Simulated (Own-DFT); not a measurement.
# Computed records: Si₂₃GeO₄₈ (quartz with substituted atoms, atoms displaced)

A calculation, not a measurement: plane-wave PBE and HSE06 DFT by an unreviewed code, no spin, of a simulated cell at Gamma alone, so results move with cell size and shape, stress positive in tension, energies less offsets, not probed for a lower state with spin; oxygen file: force components 24 meV/angstrom off all-electron in a glass; k mesh not checked against a denser one; forces and stress are PBE's, HSE06 gives the energy alone, and its difference from PBE has offsets of its own; offsets are fitted by least squares, one for each functional and potential file, so energies compare only between cells with the same atoms and settings and are not formation energies; the far tail of each file's local potential was reset to the Coulomb form; each entry is a single point on an unrelaxed cell, so the pressure reflects the starting lattice, mostly measured values (interpolated for alloys), from which strain is counted, and rises with the displacements; printed positions are rounded, which can move forces by about a meV/angstrom; the program, named Own-DFT, is a retired in-house code; no spin-orbit coupling. Program: Own-DFT development build.

Common to all runs: first functional PBE; second functional HSE06; exact exchange share 0.25; screening 0.11 1/bohr; exchange divergence Gygi-Baldereschi; potential files PseudoDojo norm-conserving, scalar-relativistic, made for PBE, standard set; wave cutoff 48 hartree; occupations fixed; k mesh 1 x 1 x 1 centred on Gamma.

(1) Si₂₃GeO₄₈ (quartz with substituted atoms, atoms displaced)

```xyz
72
Lattice="9.8268 0.0000 0.0000 -4.9134 8.5103 0.0000 0.0000 0.0000 10.8104" Properties=species:S:1:pos:R:3 Si23GeO48
Si     2.3075     0.0146     0.0041
Si     8.6582     1.9443     3.5879
Si     1.2881     2.2768     1.8606
O      1.3771     1.0894     0.5947
O      2.7535     2.4787     2.4195
O      3.2090     0.5380     4.2810
O     -1.0742     3.1406     4.7997
O      0.3498     1.6809     3.0163
O      0.7722     3.5579     1.1587
Si    -2.6391     8.4741     5.3867
Si     8.6341     1.9398     8.9776
Si     1.2767     2.2540     7.2951
O      1.4642     1.1704     6.0164
O      2.7541     2.5195     7.8629
O      3.2164     0.6336     9.6281
O     -1.1324     3.2024    10.2671
O      0.2085     1.7365     8.3406
O      0.7566     3.6351     6.6108
Si    -0.2236     4.2864     0.0301
Si    -3.5057     6.2417     3.5654
Ge    -1.0693     6.4935     1.8116
O     -1.2149     5.4248     0.6982
O      0.3462     6.7598     2.4397
O      0.8160     4.8882     4.2503
O     -3.4936     7.4367     4.8338
O     -2.1845     5.9908     2.9477
O     -1.7151     7.8201     1.2003
Si    -0.1285     4.1938     5.3857
Si    -3.6135     6.2727     9.0195
Si    -1.1264     6.4702     7.1919
O     -1.0903     5.3636     5.9894
O      0.2345     6.7813     7.7544
O      0.7291     4.9013     9.6811
O     -3.4833     7.3956    10.1452
O     -2.3047     6.0319     8.4051
O     -1.5739     7.8827     6.6337
Si     2.3319     8.4829    10.7565
Si     3.6677     1.9683     3.5288
Si     6.3144     2.2901     1.8254
O      6.3264     1.1334     0.6533
O      7.5929     2.5858     2.5042
O      8.2433     0.5056     4.1671
O      3.7866     3.0975     4.7108
O      5.2268     1.7847     2.9529
O      5.8395     3.6180     1.2269
Si     7.2319     0.0682     5.3041
Si     3.7659     1.9407     8.9095
Si     6.2572     2.2628     7.1605
O      6.2843     1.2033     5.9619
O      7.7437     2.4659     7.8545
O      8.1786     0.6967     9.6775
O      3.8924     3.1104    10.2307
O      5.1544     1.6691     8.3826
O      5.7290     3.5389     6.6404
Si     4.7569     4.3490    10.7841
Si     1.3233     6.1894     3.5905
Si     3.7291     6.4821     1.8888
O      3.8224     5.2627     0.7665
O      5.1812     6.6250     2.3880
O      5.6945     4.8357     4.3014
O      1.3850     7.3725     4.7600
O      2.7892     6.0344     2.9032
O      3.2582     8.0186     1.1562
Si     4.8392     4.2307     5.4203
Si     1.2168     6.2373     9.0267
Si     3.7851     6.5295     7.2034
O      3.8418     5.4126     6.0227
O      5.2401     6.7584     7.8528
O      5.6135     4.7685     9.5503
O      1.3975     7.4448    10.2134
O      2.7464     5.9881     8.3975
O      3.2893     7.9430     6.5892
```

| Item | Value |
| --- | --- |
| PBE energy of cell above offsets | -12.905 eV |
| HSE06 less PBE above offsets | -0.100 eV |
| PBE pressure | 11.75 GPa |
| PBE stress xx | -16.96 GPa |
| PBE stress yy | -10.12 GPa |
| PBE stress zz | -8.16 GPa |
| PBE stress yz | 1.54 GPa |
| PBE stress xz | 0.25 GPa |
| PBE stress xy | -2.23 GPa |

Force:
| element | x (eV/Å) | y (eV/Å) | z (eV/Å) |
| --- | --- | --- | --- |
| Si | 2.363 | -1.169 | -0.003 |
| Si | 0.708 | 2.014 | 0.045 |
| Si | 0.212 | -3.432 | -2.68 |
| O | -1.926 | 3.526 | 3.039 |
| O | -1.479 | 1.142 | -1.973 |
| O | 2.124 | 2.287 | -3.188 |
| O | -2.019 | -4.027 | -2.818 |
| O | -1.202 | 0.321 | 0.444 |
| O | -1.328 | 3.082 | -1.006 |
| Si | 5.52 | 3.972 | 5.863 |
| Si | 1.539 | 4.742 | 3.389 |
| Si | 0.943 | -0.619 | -3.107 |
| O | -1.481 | 1.811 | 2.056 |
| O | -1.25 | 0.81 | -0.967 |
| O | -0.162 | -1.04 | 0.303 |
| O | -1.893 | -4.135 | -3.481 |
| O | 2.366 | -0.617 | 0.004 |
| O | 0.311 | -0.03 | 0.208 |
| Si | 0.975 | 0.672 | 1.726 |
| Si | -6.988 | 0.591 | 3.466 |
| Ge | -2.261 | 2.019 | 2.881 |
| O | 0.919 | -7.588 | -7.249 |
| O | 6.725 | 0.917 | 2.855 |
| O | -0.561 | -2.396 | 0.605 |
| O | -5.231 | -8.022 | -5.049 |
| O | 2.446 | -1.938 | 1.219 |
| O | -2.428 | 6.272 | -2.745 |
| Si | 1.242 | 2.649 | 1.874 |
| Si | -5.292 | -0.883 | 2.712 |
| Si | -5.83 | -1.171 | -0.863 |
| O | -0.17 | 0.148 | 0.508 |
| O | 5.858 | -0.413 | 4.368 |
| O | -0.399 | -0.667 | 0.58 |
| O | -1.521 | -1.093 | 0.147 |
| O | 8.869 | -1.317 | -4.622 |
| O | -2.25 | 1.582 | -2.176 |
| Si | 1.271 | 4.731 | 3.439 |
| Si | 4.907 | -1.815 | 3.73 |
| Si | -6.715 | -3.646 | -3.104 |
| O | 0.264 | 0.123 | 0.048 |
| O | 7.887 | 0.092 | 4.352 |
| O | 0.281 | 0.767 | -0.627 |
| O | 0.923 | 1.11 | 1.126 |
| O | -1.263 | -0.545 | 0.618 |
| O | -2.584 | 4.526 | -3.362 |
| Si | -0.149 | -2.64 | 3.158 |
| Si | -1.513 | 2.581 | 5.567 |
| Si | 0.919 | -5.364 | 4.716 |
| O | 0.628 | -0.716 | -0.712 |
| O | -3.594 | 1.153 | -3.064 |
| O | -0.971 | -3.878 | 1.105 |
| O | -1.002 | -1.942 | -1.905 |
| O | 5.99 | -0.082 | -3.687 |
| O | -2.754 | 6.279 | -3.031 |
| Si | 2.06 | -5.815 | 1.773 |
| Si | 1.05 | 3.34 | 0.496 |
| Si | 2.836 | 3.51 | -8.215 |
| O | -2.219 | 3.329 | 1.403 |
| O | 4.022 | 0.759 | 2.569 |
| O | 2.965 | 2.677 | -2.707 |
| O | 0.094 | -0.592 | -0.753 |
| O | -5.774 | -2.39 | 5.967 |
| O | 1.795 | -3.603 | 1.932 |
| Si | -3.784 | -1.768 | 1.368 |
| Si | 2.274 | 2.808 | -1.693 |
| Si | -0.956 | -0.199 | 0.467 |
| O | 0.582 | -0.818 | 0.014 |
| O | -1.126 | 0.549 | -0.623 |
| O | 1.92 | 3.216 | -1.462 |
| O | -3.639 | -5.288 | -3.667 |
| O | -0.827 | 0.567 | -0.137 |
| O | -1.247 | 0.984 | -1.462 |

(2) Si₂₃GeO₄₈ (quartz with substituted atoms, atoms displaced)

```xyz
72
Lattice="9.8268 0.0000 0.0000 -4.9134 8.5103 0.0000 0.0000 0.0000 10.8104" Properties=species:S:1:pos:R:3 Si23GeO48
Si    -2.6053     8.5033     0.0389
Si     8.6110     2.0562     3.5324
Si     1.2934     2.2298     1.7881
O      1.4633     1.1591     0.6829
O      2.7291     2.5537     2.4739
O      3.2577     0.5931     4.1355
O     -1.0686     3.1613     4.7020
O      0.3113     1.7408     2.9768
O      0.7957     3.6301     1.0954
Si     2.3941     0.0106     5.3576
Si    -1.1418     2.0009     8.9742
Ge     1.2868     2.2604     7.1874
O      1.3520     1.1270     5.9825
O      2.6732     2.5229     7.8492
O      3.1814     0.5897     9.6758
O     -0.9804     3.2016    10.1964
O      0.2558     1.7095     8.3257
O      0.7366     3.7108     6.6595
Si    -0.1519     4.2693    10.8103
Si    -3.5351     6.2420     3.5212
Si    -1.0828     6.4939     1.8175
O     -1.0312     5.3415     0.6097
O      0.2268     6.7949     2.5059
O      0.7955     4.8186     4.2662
O     -3.5871     7.2741     4.7898
O     -2.0716     6.0030     2.8746
O     -1.7162     7.8667     1.1602
Si    -0.2082     4.2913     5.4099
Si     6.1946     6.2704     8.9789
Si    -1.1521     6.4450     7.2147
O     -1.0720     5.3999     6.0303
O      0.3277     6.7089     7.9062
O      0.7737     4.8285     9.6997
O     -3.5629     7.4088    10.1508
O     -2.2075     5.9722     8.3432
O     -1.6794     7.8394     6.5253
Si     2.2711     8.4958     0.0220
Si     3.7875     1.9680     3.5260
Si     6.1964     2.2646     1.8390
O      6.2190     1.1569     0.6441
O      7.6308     2.4548     2.5211
O      8.1887     0.6070     4.2157
O      3.8961     3.1224     4.7466
O      5.3043     1.7809     2.9661
O      5.7035     3.6175     1.1308
Si     7.1952     0.0154     5.4028
Si     3.7640     2.0474     9.0303
Si     6.1807     2.2601     7.2240
O      6.3017     1.0443     6.0046
O      7.6706     2.5147     7.8213
O      8.2690     0.6972     9.7238
O      3.7686     3.0370    10.1522
O      5.1536     1.8040     8.3326
O      5.6858     3.5218     6.5561
Si     4.7974     4.1714    10.7329
Si     1.3136     6.2435     3.6248
Si     3.7339     6.5556     1.7988
O      3.7843     5.3761     0.5715
O      5.2029     6.7177     2.4378
O      5.7234     4.9207     4.1984
O      1.2994     7.3495     4.8256
O      2.7535     6.0570     3.0443
O      3.3101     7.9197     1.1492
Si     4.7623     4.3098     5.3965
Si     1.2305     6.2248     9.0285
Si     3.7799     6.6042     7.1164
O      3.7747     5.4144     6.1374
O      5.1640     6.8194     7.9257
O      5.7226     4.9126     9.6288
O      1.3284     7.4213    10.1896
O      2.8018     5.9180     8.4618
O      3.2463     7.7870     6.4465
```

| Property | Result |
| --- | --- |
| PBE energy of cell above offsets | -16.888 eV |
| HSE06 less PBE above offsets | -0.273 eV |
| PBE pressure | 11.06 GPa |
| PBE stress xx | -11.68 GPa |
| PBE stress yy | -10.85 GPa |
| PBE stress zz | -10.66 GPa |
| PBE stress yz | 0.86 GPa |
| PBE stress xz | -1.38 GPa |
| PBE stress xy | 1 GPa |

Force:
| element | x (eV/Å) | y (eV/Å) | z (eV/Å) |
| --- | --- | --- | --- |
| Si | -0.82 | -0.801 | -1.465 |
| Si | 5.937 | -3.568 | 5.545 |
| Si | -0.622 | 2.673 | 1.202 |
| O | -0.948 | -0.754 | -0.992 |
| O | 0.727 | -0.023 | -0.225 |
| O | 0.261 | -0.722 | 0.222 |
| O | -1.038 | -0.423 | 0.141 |
| O | -0.903 | 0.252 | -0.173 |
| O | 1.323 | -1.218 | 2.189 |
| Si | -3.602 | -1.216 | -0.173 |
| Si | 0.083 | 2.741 | 1.83 |
| Ge | -3.036 | -0.786 | -2.547 |
| O | 1.004 | -3.046 | -3.294 |
| O | 9.092 | 0.957 | 4.566 |
| O | 2.025 | 2.073 | -2.143 |
| O | -4.472 | -6.167 | -4.345 |
| O | -1.805 | -1.897 | 2.693 |
| O | -2.341 | 4.071 | -2.583 |
| Si | 3.322 | 0.008 | 1.347 |
| Si | -0.562 | 1.129 | 0.872 |
| Si | -2.103 | 0.293 | -5.582 |
| O | -2.571 | 4.529 | 2.977 |
| O | 4.782 | 0.546 | 1.839 |
| O | 0.597 | 1.217 | -0.958 |
| O | 2.079 | 1.913 | 0.063 |
| O | -3.131 | -1.479 | 3.005 |
| O | 1.705 | -1.27 | 1.653 |
| Si | 3.278 | -2.677 | -0.002 |
| Si | -0.007 | 1.645 | 1.6 |
| Si | 0.025 | 1.928 | 0.756 |
| O | -1.888 | 1.429 | 0.425 |
| O | -3.726 | 1.228 | -3.484 |
| O | 1.91 | 1.998 | -2.381 |
| O | -0.191 | -0.625 | -0.03 |
| O | 1.451 | -0.17 | -0.711 |
| O | 1.12 | -0.284 | 0.919 |
| Si | 1.998 | 2.193 | -0.453 |
| Si | 0.133 | 2.215 | 1.377 |
| Si | 1.899 | 0.465 | -3.619 |
| O | 0.656 | -0.51 | -0.088 |
| O | -3.824 | 2.484 | -5.214 |
| O | -0.705 | 0.19 | 0.467 |
| O | -0.56 | -1.048 | -0.939 |
| O | -3.321 | -1.371 | 2.983 |
| O | 0.166 | 0.248 | 0.059 |
| Si | 2.873 | -3.177 | -3.985 |
| Si | -3.881 | -5.065 | -3.612 |
| Si | 2.429 | -3.576 | -0.812 |
| O | -3.324 | 5.249 | 4.107 |
| O | -0.557 | -0.109 | 0.023 |
| O | -2.428 | -2.528 | 1.792 |
| O | 1.146 | 4.143 | 3.989 |
| O | 0.782 | -1.027 | 0.523 |
| O | -1.722 | 4.685 | -2.666 |
| Si | -1.942 | 3.009 | 1.126 |
| Si | -2.137 | -0.044 | 1.475 |
| Si | 0.891 | -3.446 | -0.462 |
| O | 0.677 | -0.016 | 0.96 |
| O | 0.346 | 0.343 | -0.562 |
| O | -0.796 | -2.115 | 1.4 |
| O | 0.144 | -0.083 | -0.48 |
| O | 1.829 | 0.047 | -1.725 |
| O | -1.227 | 1.423 | -0.569 |
| Si | 0.415 | -0.19 | 0.189 |
| Si | 5.576 | -1.688 | 2.506 |
| Si | 0.677 | -5.18 | 8.04 |
| O | 1.59 | -3.756 | -3.242 |
| O | -0.523 | 0.658 | -1.77 |
| O | -0.705 | -2.39 | 0.67 |
| O | -0.885 | -1.395 | -0.899 |
| O | -0.771 | 1.902 | -1.343 |
| O | -1.873 | 5.952 | -1.992 |

(3) Si₂₃GeO₄₈ (quartz with substituted atoms, atoms displaced)

```xyz
72
Lattice="9.8268 0.0000 0.0000 -4.9134 8.5103 0.0000 0.0000 0.0000 10.8104" Properties=species:S:1:pos:R:3 Si23GeO48
Si     2.2978     0.0046    10.8045
Si    -1.1346     2.0452     3.5275
Si     1.3697     2.2546     1.8235
O      1.4367     1.1114     0.6057
O      2.7554     2.4959     2.3768
O      3.2984     0.5366     4.2651
O     -1.1297     3.0963     4.8326
O      0.3531     1.7137     2.9403
O      0.7249     3.5610     1.1067
Si     2.3111     0.0494     5.4403
Si     8.6345     1.9901     9.0181
Si     1.2883     2.2404     7.2769
O      1.4136     1.1436     5.9562
O      2.7392     2.5083     7.8983
O      3.1836     0.6063     9.7093
O     -1.2153     3.0965    10.1955
O      0.2825     1.7801     8.3845
O      0.8018     3.6425     6.5901
Si    -0.1281     4.3234     0.0044
Si     6.1981     6.2498     3.5934
Si    -1.1396     6.4957     1.8141
O     -1.0995     5.3658     0.6775
O      0.2846     6.7160     2.4920
O      0.7599     4.8040     4.2495
O     -3.5832     7.5065     4.7795
O     -2.2056     5.9765     3.0017
O     -1.6714     7.8425     1.0545
Si    -0.1843     4.2445     5.3553
Si    -3.6197     6.3329     8.9881
Si    -1.0750     6.5017     7.2190
O     -1.0625     5.4155     6.1229
O      0.2884     6.7592     7.8900
O      0.8209     4.8138     9.6930
O     -3.5593     7.2917    10.2033
O     -2.1052     5.9956     8.5207
O     -1.6565     7.8799     6.5831
Si     2.2718     8.4891    10.7329
Si     3.7260     2.0288     3.5804
Si     6.1344     2.2764     1.7161
O      6.3442     1.1084     0.5708
O      7.6829     2.4422     2.4717
O      8.1908     0.5291     4.2598
O      3.8221     3.1170     4.7622
O      5.2513     1.7914     2.9783
O      5.6398     3.6458     1.1030
Si     2.2272     8.4555     5.3776
Ge     3.7091     1.9525     9.0381
Si     6.2761     2.2179     7.2372
O      6.2207     1.2512     6.0156
O      7.7328     2.5108     7.9256
O      8.0702     0.5923     9.6474
O      3.9255     3.0996    10.1803
O      5.2372     1.7942     8.3014
O      5.7181     3.5735     6.5456
Si     4.7513     4.3418     0.0609
Si     1.3244     6.2701     3.5302
Si     3.7764     6.4613     1.7421
O      3.7922     5.4191     0.6477
O      5.1462     6.8547     2.4938
O      5.6949     4.8632     4.2261
O      1.3475     7.4414     4.7242
O      2.7267     6.0412     2.9163
O      3.2502     7.9172     1.1510
Si     4.7802     4.1882     5.3804
Si     1.3540     6.2414     8.9796
Si     3.7484     6.4347     7.2202
O      3.8563     5.2545     6.0179
O      5.2342     6.8673     7.9078
O      5.6624     4.8506     9.6686
O      1.4220     7.3729    10.1537
O      2.8191     6.0394     8.3645
O      3.2114     7.9801     6.5915
```

| Item | Value |
| --- | --- |
| PBE energy of cell above offsets | -16.525 eV |
| HSE06 less PBE above offsets | -0.152 eV |
| PBE pressure | 10.43 GPa |
| PBE stress xx | -12.43 GPa |
| PBE stress yy | -7.05 GPa |
| PBE stress zz | -11.82 GPa |
| PBE stress yz | -0.93 GPa |
| PBE stress xz | -0.54 GPa |
| PBE stress xy | 0.53 GPa |

Force:
| element | x (eV/Å) | y (eV/Å) | z (eV/Å) |
| --- | --- | --- | --- |
| Si | -1.735 | -3.714 | -0.122 |
| Si | 1.108 | -3.919 | 4.791 |
| Si | -4.798 | -1.307 | -3.495 |
| O | -2.076 | 3.014 | 2.325 |
| O | 3.991 | 0.941 | 1.743 |
| O | 1.147 | 2.55 | -1.9 |
| O | -0.606 | -1.221 | -1.649 |
| O | -0.456 | 0.339 | 0.684 |
| O | 1.188 | -0.087 | 1.275 |
| Si | 2.511 | -3.331 | -1.134 |
| Si | 2.011 | -1.041 | 3.569 |
| Si | 0.17 | 0.466 | -3.659 |
| O | -2.703 | 4.937 | 3.977 |
| O | -3.625 | 2.037 | -4.419 |
| O | 0.301 | -4.091 | -0.517 |
| O | 1.913 | 1.831 | 1.045 |
| O | -0.362 | -1.117 | 1.186 |
| O | -0.553 | 0.151 | -0.604 |
| Si | -3.209 | -4.415 | -0.29 |
| Si | -1.66 | 2.821 | 2.354 |
| Si | -2.347 | 0.532 | 0.221 |
| O | -0.399 | 0.694 | 0.317 |
| O | -1.616 | 1.126 | -2.109 |
| O | 2.045 | 2.817 | -2.613 |
| O | -0.896 | -3.509 | -2.1 |
| O | 2.74 | 0.284 | -1.903 |
| O | 1.784 | -1.318 | 2.511 |
| Si | 0.337 | -0.203 | 3.921 |
| Si | 1.496 | -4.496 | 1.254 |
| Si | -4.81 | 1.047 | 1.834 |
| O | 0.378 | -2.428 | -2.531 |
| O | 3.21 | 0.418 | 1.111 |
| O | 2.167 | 2.536 | -2.707 |
| O | 0.259 | 2.878 | 2.401 |
| O | 1.199 | 0.703 | -2.135 |
| O | 0.173 | 0.035 | 0.537 |
| Si | 3.078 | 0.056 | 4.137 |
| Si | 1.298 | -2.632 | 1.39 |
| Si | 3.25 | -1.864 | 1.099 |
| O | -2.639 | 3.053 | 2.102 |
| O | -4.057 | 1.52 | -3.926 |
| O | 0.345 | 2.179 | -1.015 |
| O | -1.53 | -1.484 | -1.298 |
| O | -1.316 | 0.065 | -0.221 |
| O | 1.918 | -0.51 | 2.867 |
| Si | 3.737 | 6.335 | 2.216 |
| Ge | 4.63 | 1.182 | -0.441 |
| Si | 0.787 | 2.297 | -0.551 |
| O | 1.484 | -3.869 | -2.457 |
| O | -3.457 | 1.114 | -4.121 |
| O | 2.628 | 1.437 | -3.096 |
| O | -0.32 | 3.337 | 3.772 |
| O | 0.069 | -1.674 | 1.652 |
| O | 0.106 | 1.27 | -0.192 |
| Si | -0.423 | -2.144 | -5.02 |
| Si | -0.553 | -1.491 | 4.697 |
| Si | -0.979 | 5.99 | 3.183 |
| O | -1.102 | -1.781 | -1.975 |
| O | 0.814 | -0.943 | -0.094 |
| O | -0.045 | -0.194 | -0.198 |
| O | -3.416 | -5.027 | -2.752 |
| O | 1.558 | -0.995 | -0.485 |
| O | -0.301 | -0.942 | -0.529 |
| Si | 3.04 | -0.644 | 0.645 |
| Si | -1.24 | -0.69 | 1.463 |
| Si | 3.285 | 3.308 | -4.337 |
| O | -2.158 | 4.153 | 2.974 |
| O | -3.014 | -0.025 | -2.992 |
| O | 0.728 | 2.239 | -1.325 |
| O | -2.724 | -3.815 | -1.888 |
| O | -2.167 | -1.568 | 2.431 |
| O | 0.415 | -3.202 | 1.112 |
